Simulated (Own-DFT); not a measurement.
Hf$_{16}$O$_{31}$ (monoclinic hafnia with two neutral oxygen vacancies, strained, atoms displaced), Hf$_{32}$O$_{63}$ (monoclinic hafnia with one neutral oxygen vacancy, atoms displaced), Hf$_{31}$SiO$_{64}$ (monoclinic hafnia with substituted atoms, atoms displaced) (calculated)

All values are calculated (Own-DFT development build). A calculation, not a measurement: plane-wave PBE and HSE06 DFT by an unreviewed code, no spin, of a simulated cell at Gamma alone, so results move with cell size and shape, stress positive in tension, energies less offsets, not probed for a lower state with spin; hafnium file: forces about 75 meV/angstrom off all-electron values; oxygen file: force components 24 meV/angstrom off all-electron in a glass; k mesh not checked against a denser one; forces and stress are PBE's, HSE06 gives the energy alone, and its difference from PBE has offsets of its own; offsets are fitted by least squares, one for each functional and potential file, so energies compare only between cells with the same atoms and settings and are not formation energies; the far tail of each file's local potential was reset to the Coulomb form; each entry is a single point on an unrelaxed cell, so the pressure reflects the starting lattice, mostly measured values, from which strain is counted, and rises with the displacements; printed positions are rounded, which can move forces by about a meV/angstrom; the program is a retired in-house code; no spin-orbit coupling.

Settings shared by all entries: first functional PBE; second functional HSE06; exact exchange share 0.25; screening 0.11 1/bohr; exchange divergence Gygi-Baldereschi; potential files PseudoDojo norm-conserving, scalar-relativistic, made for PBE, standard set; wave cutoff 48 hartree; occupations fixed; k mesh 1 x 1 x 1 centred on Gamma.

(1) Hf$_{16}$O$_{31}$ (monoclinic hafnia with two neutral oxygen vacancies, strained, atoms displaced)

```
Hf16O31
1.0
     10.1088    -0.1514    -0.0313
     -0.1531    10.2701     0.1412
     -1.7067     0.1676    10.5975
Hf O Hf O Hf O Hf O Hf O Hf O Hf O Hf O
4 8 4 8 4 8 4 7 4 8 4 8 4 8 4 7
Direct
  0.14381 0.01063 0.11004
  0.36888 0.26469 0.15002
  0.36342 0.49493 0.39058
  0.14115 0.25481 0.35589
  0.03583 0.16141 0.17765
  0.46753 0.40829 0.08970
  0.45476 0.33290 0.32221
  0.02999 0.09617 0.42367
  0.22800 0.36696 0.23346
  0.27143 0.13205 0.00908
  0.26811 0.11961 0.26260
  0.23314 0.36570 0.49849
  0.14054 0.01651 0.59940
  0.36127 0.27751 0.64554
  0.36059 0.49770 0.90497
  0.13073 0.24433 0.85171
  0.02766 0.16879 0.68138
  0.45808 0.41600 0.55812
  0.47206 0.33182 0.83899
  0.03182 0.07993 0.92149
  0.21837 0.38852 0.74488
  0.28101 0.13944 0.51768
  0.26780 0.12160 0.75353
  0.21762 0.36848 0.98254
  0.14188 0.51550 0.11414
  0.36141 0.76301 0.16542
  0.36108 0.99135 0.39560
  0.13537 0.73079 0.34512
  0.03344 0.65724 0.17307
  0.45695 0.92891 0.06850
  0.46792 0.82967 0.31860
  0.05376 0.57744 0.42814
  0.22567 0.87601 0.24273
  0.27393 0.63756 0.99450
  0.27510 0.61633 0.26368
  0.24558 0.87477 0.49055
  0.15310 0.52573 0.61391
  0.35558 0.76910 0.63422
  0.36437 0.99322 0.91627
  0.13973 0.73036 0.83702
  0.46649 0.91628 0.57905
  0.45995 0.84290 0.82501
  0.03325 0.57902 0.92046
  0.23086 0.86873 0.74645
  0.28206 0.64520 0.52147
  0.28414 0.63004 0.74954
  0.21730 0.88066 0.97807
  0.62678 0.01402 0.10978
  0.86185 0.26843 0.13875
  0.87090 0.48226 0.39633
  0.63666 0.22599 0.33653
  0.53241 0.17234 0.17894
  0.97613 0.40922 0.07223
  0.95823 0.33880 0.33055
  0.53169 0.07485 0.42542
  0.72319 0.37841 0.23896
  0.78351 0.13537 0.00903
  0.76917 0.12170 0.25714
  0.72718 0.37791 0.48253
  0.62987 0.02127 0.60044
  0.86762 0.26467 0.64930
  0.86413 0.48127 0.88136
  0.64077 0.23185 0.85747
  0.53803 0.17137 0.68030
  0.96104 0.41797 0.57466
  0.96529 0.33294 0.82310
  0.54981 0.07663 0.91859
  0.71989 0.37093 0.74722
  0.77209 0.13350 0.51277
  0.77291 0.11984 0.76843
  0.71986 0.37795 0.99112
  0.65445 0.53280 0.10336
  0.86729 0.77164 0.14736
  0.86462 0.97938 0.39369
  0.63805 0.74032 0.35079
  0.53586 0.66953 0.17761
  0.96259 0.91893 0.06084
  0.95314 0.82783 0.31152
  0.53996 0.60292 0.43389
  0.72228 0.87444 0.24482
  0.78559 0.64167 0.00812
  0.77902 0.61755 0.26044
  0.72473 0.86147 0.50878
  0.63477 0.51406 0.60828
  0.85236 0.77065 0.64493
  0.85858 0.97802 0.90717
  0.64263 0.73738 0.84998
  0.53718 0.66920 0.68361
  0.96062 0.90606 0.56447
  0.55084 0.58459 0.92081
  0.70630 0.88467 0.73010
  0.78147 0.62611 0.50641
  0.78794 0.62301 0.76602
  0.73964 0.85548 0.99991
```

| Item | Value |
| --- | --- |
| PBE energy of cell above offsets | -77.182 eV |
| HSE06 less PBE above offsets | 0.861 eV |
| PBE pressure | 10.55 GPa |
| PBE stress xx | -12.66 GPa |
| PBE stress yy | -10.93 GPa |
| PBE stress zz | -8.05 GPa |
| PBE stress yz | 3.75 GPa |
| PBE stress xz | -3.64 GPa |
| PBE stress xy | -4.29 GPa |

Force:
```tsv
element	x (eV/Å)	y (eV/Å)	z (eV/Å)
Hf	-1.372	3.139	-2.741
Hf	-3.179	1.317	-1.954
Hf	2.789	-4.038	2.609
Hf	-1.67	-3.639	-0.18
O	-0.544	0.055	-0.275
O	0.879	2.879	-1.668
O	0.804	0.637	1.552
O	0.389	-0.873	0.405
O	-1.027	2.423	0.285
O	0.537	-0.09	1.149
O	0.622	-0.282	0.402
O	-1.303	2.421	-1.463
Hf	-0.359	1.2	2.21
Hf	1.048	-2.159	3.101
Hf	1.687	-2.568	-0.581
Hf	1.388	-3.958	0.608
O	1.832	-1.927	-1.584
O	1.621	0.867	1.474
O	-2.052	1.275	-0.911
O	0.604	0.663	0.219
O	1.231	-0.02	-0.317
O	-0.165	-1.649	-1.556
O	-0.033	0.257	0.402
O	0.826	1.994	1.763
Hf	-1.045	-0.797	-4.407
Hf	1.328	0.72	-4.492
Hf	-0.73	-0.613	0.535
Hf	-1.73	0.048	2.339
O	0.834	0.431	0.598
O	-0.029	-2.986	5.134
O	-1.56	2.36	1.239
O	0.403	0.781	-0.754
O	0.078	-0.626	-0.025
O	0.288	-0.415	2.444
O	-0.691	1.746	-1.195
O	-3.808	0.511	-1.483
Hf	-2.574	-0.224	-0.971
Hf	3.395	4.133	6.099
Hf	-1.22	-0.29	-7.947
Hf	-0.985	0.732	1.286
O	-0.191	0.2	-1.037
O	1.324	-0.562	1.199
O	1.505	1.041	0.154
O	-0.959	1.814	-2.734
O	-0.675	-4.568	-5.019
O	-1.095	-2.054	1.812
O	-1.14	-1.006	2.175
Hf	3.515	1.805	-1.336
Hf	0.419	0.272	0.668
Hf	-2.519	-0.129	1.108
Hf	0.831	3.023	5.045
O	1.251	-3.466	-2.096
O	-0.561	-0.017	0.408
O	2.136	-1.226	-0.94
O	1.722	1.706	-1.659
O	0.197	0.02	-0.894
O	-0.691	-0.784	1.006
O	0.434	-1.097	0.017
O	-1.314	-0.48	0.307
Hf	1.172	1.724	2.645
Hf	-2.479	0.39	-1.165
Hf	-0.549	-0.834	2.513
Hf	0.244	0.135	-0.268
O	-0.912	0.077	-1.451
O	1.783	0.777	1.064
O	-1.505	1.367	0.334
O	-0.859	-1.037	2.178
O	0.804	2.008	-1.997
O	0.475	-0.931	-1.33
O	0.594	0.099	-0.566
O	0.995	0.265	0.449
Hf	-1.08	-2.254	-0.352
Hf	-0.992	-1.07	-2.521
Hf	-0.256	0.876	1.251
Hf	2.26	-2.404	2.283
O	-0.431	-0.385	-0.812
O	1.906	-1.75	4.176
O	2.518	1.156	3.204
O	-2.318	-1.597	-0.391
O	0.097	1.696	-1.194
O	0.258	-2.222	0.388
O	-0.022	1.085	-0.509
O	-0.994	1.449	-3.509
Hf	1.116	0.827	-0.597
Hf	0.317	-0.905	0.946
Hf	0.219	2.134	-4.499
Hf	-1.645	0.895	-0.296
O	0.579	-1.626	-1.634
O	1.898	0.858	-0.097
O	-1.939	-0.828	1.056
O	1.904	-1.343	1.725
O	0.125	0.558	0.937
O	-1.016	0.419	-1.513
O	-2.962	2.464	0.016
```

(2) Hf$_{32}$O$_{63}$ (monoclinic hafnia with one neutral oxygen vacancy, atoms displaced)

```
Hf32O63
1.0
     10.2340     0.0000     0.0000
      0.0000    10.3500     0.0000
     -1.6955     0.0000    10.4453
Hf O Hf O Hf O Hf O Hf O Hf O Hf O Hf O
4 8 4 8 4 8 4 8 4 8 4 8 4 7 4 8
Direct
  0.13974 0.02297 0.10925
  0.35882 0.26050 0.14893
  0.36003 0.48619 0.40013
  0.14077 0.23312 0.35705
  0.04307 0.17387 0.17038
  0.46641 0.41922 0.07567
  0.46697 0.33287 0.33233
  0.03332 0.08915 0.42739
  0.22783 0.37982 0.23253
  0.27503 0.13734 0.01227
  0.27071 0.12258 0.25630
  0.22091 0.36705 0.49062
  0.14048 0.00700 0.59876
  0.36893 0.26987 0.65230
  0.37002 0.47880 0.89152
  0.13930 0.24039 0.85632
  0.04235 0.16928 0.67090
  0.45861 0.42014 0.57485
  0.46505 0.34061 0.82738
  0.03937 0.07663 0.92100
  0.23107 0.37793 0.74142
  0.29192 0.13173 0.51465
  0.28044 0.13257 0.75410
  0.22634 0.37194 0.98862
  0.13658 0.53598 0.10600
  0.35996 0.78008 0.14818
  0.36397 0.98273 0.39843
  0.14629 0.72829 0.34972
  0.03413 0.65726 0.16124
  0.46301 0.91864 0.07959
  0.45512 0.83535 0.32336
  0.04048 0.58654 0.42331
  0.22514 0.87862 0.23837
  0.26811 0.62982 0.00865
  0.27728 0.62166 0.25947
  0.22101 0.86995 0.49542
  0.14021 0.52157 0.59978
  0.36438 0.77259 0.65118
  0.36608 0.98092 0.89232
  0.14748 0.73923 0.85209
  0.03660 0.66372 0.67464
  0.46054 0.92154 0.57714
  0.47064 0.83685 0.83268
  0.02608 0.58843 0.92647
  0.21680 0.87735 0.74130
  0.27246 0.62930 0.51218
  0.28116 0.61833 0.75560
  0.22684 0.87555 0.98641
  0.62711 0.01381 0.09909
  0.85922 0.26059 0.14133
  0.86327 0.47925 0.39233
  0.63720 0.23019 0.35111
  0.54457 0.16370 0.18146
  0.95951 0.41182 0.07730
  0.95203 0.32653 0.32506
  0.53549 0.08517 0.42923
  0.72068 0.38037 0.24441
  0.77072 0.12729 0.01474
  0.78116 0.11788 0.26234
  0.72810 0.36567 0.48737
  0.64177 0.01517 0.60458
  0.87013 0.26936 0.64670
  0.86039 0.48290 0.89501
  0.64525 0.22190 0.84677
  0.53601 0.16467 0.67047
  0.96341 0.42359 0.58971
  0.96005 0.33668 0.82418
  0.53299 0.08494 0.93043
  0.72502 0.37750 0.73483
  0.77889 0.12984 0.51248
  0.77170 0.12275 0.75792
  0.71601 0.36858 0.98968
  0.64116 0.52643 0.10369
  0.86740 0.77985 0.14677
  0.86092 0.97822 0.39469
  0.63217 0.72767 0.35026
  0.53575 0.67114 0.17817
  0.95110 0.91921 0.07582
  0.96986 0.83853 0.32574
  0.53610 0.58662 0.41910
  0.72393 0.87987 0.25111
  0.76433 0.62923 0.00829
  0.77637 0.62112 0.26724
  0.64163 0.51349 0.60589
  0.86936 0.76786 0.64529
  0.85256 0.98154 0.89731
  0.63558 0.72628 0.84320
  0.53728 0.66261 0.67208
  0.96620 0.91779 0.58019
  0.97210 0.82376 0.82585
  0.53881 0.57810 0.92809
  0.73027 0.88141 0.74322
  0.77367 0.62157 0.51466
  0.77181 0.61703 0.76101
  0.73305 0.86815 0.99284
```

| Item | Value |
| --- | --- |
| PBE energy of cell above offsets | -89.840 eV |
| HSE06 less PBE above offsets | 0.095 eV |
| PBE pressure | 5.76 GPa |
| PBE stress xx | -5.98 GPa |
| PBE stress yy | -5.5 GPa |
| PBE stress zz | -5.81 GPa |
| PBE stress yz | -0.46 GPa |
| PBE stress xz | 0.01 GPa |
| PBE stress xy | 0.42 GPa |

Force:
```tsv
element	x (eV/Å)	y (eV/Å)	z (eV/Å)
Hf	-1.165	0.789	-2.114
Hf	1.435	3.955	-0.375
Hf	1.288	-2.149	-1.026
Hf	-1.164	0.134	-0.183
O	-0.479	-0.728	-0.22
O	-0.409	-0.679	0.588
O	-0.677	0.176	-0.015
O	0.987	-0.289	-0.336
O	-0.49	0.124	1.285
O	0.082	-1.987	-0.54
O	0.683	-0.928	1.079
O	-0.014	0.893	-0.223
Hf	-0.97	4.108	0.613
Hf	-1.136	0.498	-1.131
Hf	-1.914	-0.223	2.067
Hf	-0.248	-0.871	-0.506
O	-0.239	-0.317	0.059
O	0.84	0.513	0.372
O	2.293	-2.077	-0.601
O	-0.613	0.192	0.245
O	-0.9	0.661	-0.505
O	-1.123	-1.053	-1.327
O	-0.111	-2.447	1.809
O	0.02	0.194	-0.244
Hf	2.276	-6.366	-2.99
Hf	0.422	-2.538	-1.251
Hf	0.195	1.256	0.493
Hf	-1.592	0.043	1.038
O	-3.358	4.84	3.068
O	-0.743	-0.204	-0.6
O	0.855	0.101	0.936
O	-0.301	-0.058	-0.9
O	-1.008	0.321	0.138
O	0.893	1.363	0.145
O	-0.075	0.834	0.322
O	0.792	-0.679	-1.079
Hf	-0.941	-1.026	1.678
Hf	0.015	-1.151	-0.836
Hf	-1.802	1.623	0.041
Hf	-1.964	-3.09	0.777
O	0.597	0.057	-0.448
O	0.271	-0.989	0.753
O	-0.676	-0.026	-0.856
O	0.72	0.32	-0.525
O	1.817	0.411	-0.193
O	1.212	0.974	-0.603
O	0.084	1.158	0.08
O	0.309	0.493	0.715
Hf	2.571	1.234	2.394
Hf	0.01	2.544	1.077
Hf	-0.761	-0.669	0.637
Hf	0.885	0.549	1.273
O	-1.364	-0.48	-1.529
O	0.254	0.431	-0.087
O	1.732	-0.026	0.816
O	-0.168	-0.728	-0.494
O	0.217	0.024	-0.911
O	0.283	-1.131	-1.812
O	-0.05	-0.096	-0.332
O	-0.092	0.849	0.56
Hf	0.298	1.27	-0.982
Hf	0.265	0.149	-1.068
Hf	0.327	-0.753	1.429
Hf	-1.735	2.895	1.573
O	0.562	-0.326	0.699
O	0.574	0.336	-1.284
O	0.693	-0.621	0.764
O	0.13	0.331	-1.267
O	-0.544	-0.544	0.546
O	-0.492	-1.248	-0.017
O	0.923	-0.934	0.449
O	0.586	-0.456	-0.621
Hf	-0.915	-2.108	0.983
Hf	-1.812	-2.446	0.595
Hf	-0.33	0.89	0.538
Hf	1.272	0.063	1.111
O	-0.598	0.297	-1.076
O	2.96	1.633	0.388
O	0.889	-0.705	-0.329
O	-1.157	-0.802	0.642
O	-0.045	-0.178	-1.012
O	1.526	0.948	0.158
O	0.251	0.499	-0.597
Hf	0.175	-0.157	-1.128
Hf	-0.22	-0.669	0.285
Hf	2.878	-0.386	-0.241
Hf	1.081	-1.044	2.499
O	-1.166	0.895	-0.239
O	-0.456	-0.469	-0.245
O	-1.611	1.662	0.52
O	0.135	1.884	-1.656
O	-0.43	-0.478	-0.553
O	0.278	1.217	-0.067
O	0.175	0.62	-0.463
O	-1.964	0.082	-0.598
```

(3) Hf$_{31}$SiO$_{64}$ (monoclinic hafnia with substituted atoms, atoms displaced)

```
Hf31SiO64
1.0
     10.2340     0.0000     0.0000
      0.0000    10.3500     0.0000
     -1.6955     0.0000    10.4453
Hf O Hf O Hf O Hf O Hf O Hf O Hf O Hf Si Hf O
4 8 4 8 4 8 4 8 4 8 4 8 4 8 2 1 1 8
Direct
  0.13187 0.02004 0.10774
  0.34589 0.27320 0.15132
  0.36946 0.48658 0.40740
  0.13360 0.22839 0.34661
  0.04042 0.15681 0.17899
  0.47215 0.42376 0.07504
  0.45632 0.33088 0.31770
  0.04621 0.10038 0.42401
  0.22058 0.38095 0.24476
  0.27212 0.11200 0.01374
  0.27401 0.11614 0.26293
  0.24250 0.37454 0.49719
  0.13189 0.02386 0.60700
  0.36313 0.26433 0.64472
  0.35418 0.48390 0.88276
  0.13038 0.23458 0.86593
  0.03833 0.17064 0.66426
  0.46550 0.41657 0.58137
  0.46024 0.33795 0.82371
  0.04159 0.07924 0.91341
  0.22488 0.38812 0.74220
  0.28206 0.12748 0.51169
  0.27023 0.12587 0.74705
  0.22983 0.38145 0.98244
  0.14496 0.52343 0.11424
  0.35728 0.77601 0.15550
  0.36204 0.98368 0.37891
  0.14495 0.72744 0.36211
  0.03186 0.66138 0.17505
  0.46114 0.91386 0.09336
  0.45935 0.83499 0.32030
  0.02297 0.57836 0.41759
  0.22265 0.87029 0.24830
  0.28776 0.63423 0.01208
  0.27277 0.61652 0.26151
  0.22198 0.86109 0.50347
  0.13456 0.52102 0.60734
  0.35735 0.75839 0.65006
  0.35733 0.98766 0.89253
  0.14029 0.71340 0.84516
  0.02334 0.67607 0.67630
  0.46048 0.93081 0.58851
  0.46977 0.83709 0.82169
  0.04203 0.58713 0.92946
  0.22224 0.88015 0.73910
  0.28341 0.62932 0.50853
  0.28343 0.62658 0.76273
  0.22589 0.88443 0.99795
  0.63266 0.02305 0.11647
  0.85618 0.27421 0.15459
  0.87616 0.48158 0.40273
  0.63046 0.23548 0.33887
  0.54421 0.15947 0.16274
  0.96947 0.40979 0.07885
  0.95249 0.33609 0.31497
  0.53868 0.07882 0.41803
  0.72534 0.38784 0.25305
  0.79423 0.13033 0.01426
  0.77847 0.10774 0.25865
  0.71991 0.36867 0.48641
  0.63795 0.02360 0.61312
  0.85213 0.25891 0.64823
  0.85507 0.47671 0.90150
  0.62601 0.21800 0.83915
  0.53632 0.18000 0.67376
  0.95398 0.41231 0.57054
  0.94916 0.34287 0.81707
  0.54186 0.08348 0.92117
  0.72300 0.38947 0.73233
  0.78198 0.12614 0.49786
  0.77110 0.12638 0.75961
  0.71711 0.36836 0.98021
  0.63724 0.51794 0.09376
  0.86307 0.76961 0.14018
  0.86587 0.98679 0.39895
  0.64868 0.73617 0.36490
  0.53692 0.65642 0.18087
  0.95828 0.91847 0.08347
  0.96002 0.82787 0.32867
  0.52883 0.59171 0.42155
  0.72005 0.88676 0.22553
  0.77360 0.61484 0.00615
  0.77685 0.63048 0.25344
  0.73275 0.88447 0.48259
  0.62610 0.51405 0.59548
  0.85359 0.76792 0.64889
  0.87206 0.98509 0.89498
  0.62581 0.71552 0.85538
  0.55072 0.66961 0.67786
  0.93429 0.92180 0.56826
  0.95567 0.83379 0.81527
  0.53446 0.59768 0.93405
  0.72474 0.88607 0.73854
  0.77968 0.63205 0.51781
  0.78579 0.62622 0.76171
  0.72061 0.87387 0.99224
```

| Property | Result |
| --- | --- |
| PBE energy of cell above offsets | -76.044 eV |
| HSE06 less PBE above offsets | 0.886 eV |
| PBE pressure | 7.78 GPa |
| PBE stress xx | -7.82 GPa |
| PBE stress yy | -7.1 GPa |
| PBE stress zz | -8.41 GPa |
| PBE stress yz | 0.42 GPa |
| PBE stress xz | -0.79 GPa |
| PBE stress xy | -1.14 GPa |

Force:
```tsv
element	x (eV/Å)	y (eV/Å)	z (eV/Å)
Hf	0.387	-3.368	-0.89
Hf	3.143	0.675	-1.748
Hf	-0.657	-1.187	-2.609
Hf	0.86	1.848	1.628
O	-1.519	2.092	-0.299
O	-3.088	-2.738	-0.239
O	-0.047	0.222	0.622
O	-2.205	-2.759	1.057
O	0.117	-0.509	-0.723
O	0.251	3.783	0.125
O	0.172	1.617	-1.64
O	-2.411	-0.047	-0.374
Hf	0.792	-1.349	-0.891
Hf	-2.12	0.869	-0.591
Hf	2.628	-1.207	4.324
Hf	-0.101	0.703	-3.017
O	-1.362	1.215	1.552
O	-0.338	-0.107	-0.199
O	0.111	-0.077	0.062
O	-3.09	-1.299	0.156
O	-1.267	-0.081	-0.975
O	-0.236	-0.135	-0.617
O	-0.013	-0.067	2.574
O	-1.018	-1.727	1.263
Hf	-1.318	1.174	-1.943
Hf	2.043	-2.14	-2.831
Hf	1.096	-1.093	5.32
Hf	-2.225	1.25	-1.381
O	1.075	-0.298	0.132
O	0.605	1.484	-1.546
O	1.3	-0.076	2.422
O	6.129	3.146	1.708
O	-1.343	1.179	-0.215
O	-1.025	-0.659	-0.644
O	0.073	0.159	0.998
O	-0.124	0.204	-1.185
Hf	-1.486	-1.473	-1.292
Hf	2.672	5.44	-0.463
Hf	0.846	-2.492	0.399
Hf	-2.168	4.65	3.487
O	3.864	-3.134	-1.041
O	0.15	-0.836	-0.631
O	-1.624	0.326	0.573
O	-0.392	-0.808	-0.23
O	0.017	-0.189	0.602
O	-1.357	-1.027	0.63
O	-0.746	-0.51	-1.653
O	-0.357	-1.868	-1.189
Hf	4.235	-4.913	-4.554
Hf	-0.531	-0.968	-3.082
Hf	-7.078	-1.486	-2.196
Hf	1.484	-0.834	2.366
O	-4.994	5.898	1.969
O	0.25	-0.185	-0.212
O	3.064	-0.712	2.205
O	-0.219	0.759	-0.5
O	-0.396	-0.909	-2.1
O	0.153	-1.146	-1.666
O	-0.254	3.451	-0.479
O	-0.89	-0.353	0.413
Hf	-0.329	-2.498	-2.882
Hf	0.569	2.242	-2.049
Hf	0.169	1.131	-1.169
Hf	1.81	3.537	5.65
O	0.329	-1.673	-2.963
O	2.593	0.352	1.884
O	3.274	-2.236	0.869
O	-1.793	-0.981	-0.049
O	-0.653	-1.103	0.298
O	-1.136	1.758	1.873
O	1.29	-1.553	0.629
O	0.029	-0.423	0.76
Hf	-0.171	1.093	3.857
Hf	-2.268	-0.247	0.649
Hf	0.134	-1.429	-2.601
Hf	0.274	-0.537	-3.409
O	-0.671	1.011	0.316
O	1.676	1.652	-2.161
O	1.214	0.112	0.262
O	0.579	0.101	0.739
O	0.389	-2.614	2.914
O	0.831	1.639	0.29
O	0.006	-0.35	1.409
O	-3.638	-1.784	-0.194
Hf	4.399	0.839	1.513
Hf	-2.082	1.919	-0.325
Si	-0.232	-1.76	1.826
Hf	4.841	5.206	0.085
O	-2.295	-0.476	-1.934
O	5.187	1.135	2.943
O	0.447	2.804	3.44
O	-3.539	-2.787	-0.747
O	-0.145	0.832	0.089
O	-0.958	-0.772	-1.881
O	-0.856	-0.982	1.019
O	1.207	-0.536	-1.692
```
